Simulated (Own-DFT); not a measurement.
# Same atoms, different arrangement: As32Ga32, 64 atoms

Calculated results; nothing here was measured. They come from Own-DFT, an in-house plane-wave density functional program, since retired, whose code no person has reviewed. Each row is one single-point run on a periodic cell that was not relaxed, without spin or spin-orbit coupling.

Settings of every run: PBE; PseudoDojo norm-conserving scalar-relativistic files; cutoff 42 hartree; 3 x 3 x 3 k mesh centred on Gamma; Fermi-Dirac smearing of 0.1 eV.

Known limits, some of them of some rows only: not probed for a lower state with spin; forces on such cells failed a check on a denser k mesh; forces not confirmed at this smearing and k mesh; stress not checked against mesh or cutoff.

All cells hold the same atoms in the same cell, with vectors in Å (11.307, 0.000, 0.000); (0.000, 11.307, 0.000); (0.000, 0.000, 11.307). Every atom was moved at random from its ideal site; u is the rms move along one axis. The defect's site can differ from row to row. E is the free energy of the cell above the lowest run. The arrangements:

- A: zincblende GaAs
- B: zincblende GaAs, with one As on a Ga site and one Ga on an As site, 2.4 Å apart

| arrangement | u (Å) | E (eV) | P (GPa) |
|---|---|---|---|
| A | 0.0191 | 0.000 | 3.49 |
| A | 0.0197 | 0.137 | 3.53 |
| A | 0.0212 | 0.159 | 3.53 |
| A | 0.0467 | 1.909 | 3.87 |
| A | 0.0490 | 2.392 | 4.04 |
| A | 0.0508 | 2.383 | 4.00 |
| B | 0.0265 | 3.046 | 3.92 |
| B | 0.0286 | 2.932 | 3.88 |
| B | 0.0309 | 3.346 | 3.97 |
| B | 0.0466 | 3.995 | 4.06 |
| B | 0.0476 | 4.514 | 4.26 |
| B | 0.0483 | 4.643 | 4.24 |

Question: once the cost of the random moves is taken out, how do the arrangements rank?

## Worked answer

Fit E = a + b u², with one b for all and one a for each arrangement, and with residuals divided by u², since the noise grows with the moves. Then b = 1013 eV/Å², the scatter at u = 0.04 Å is 0.22 eV, and against A:

- B: 2.56 ± 0.08 eV (higher)

These are energies of unrelaxed cells. Relaxing the atoms lowers the strained arrangements most, so the gaps would shrink and small ones could change sign.
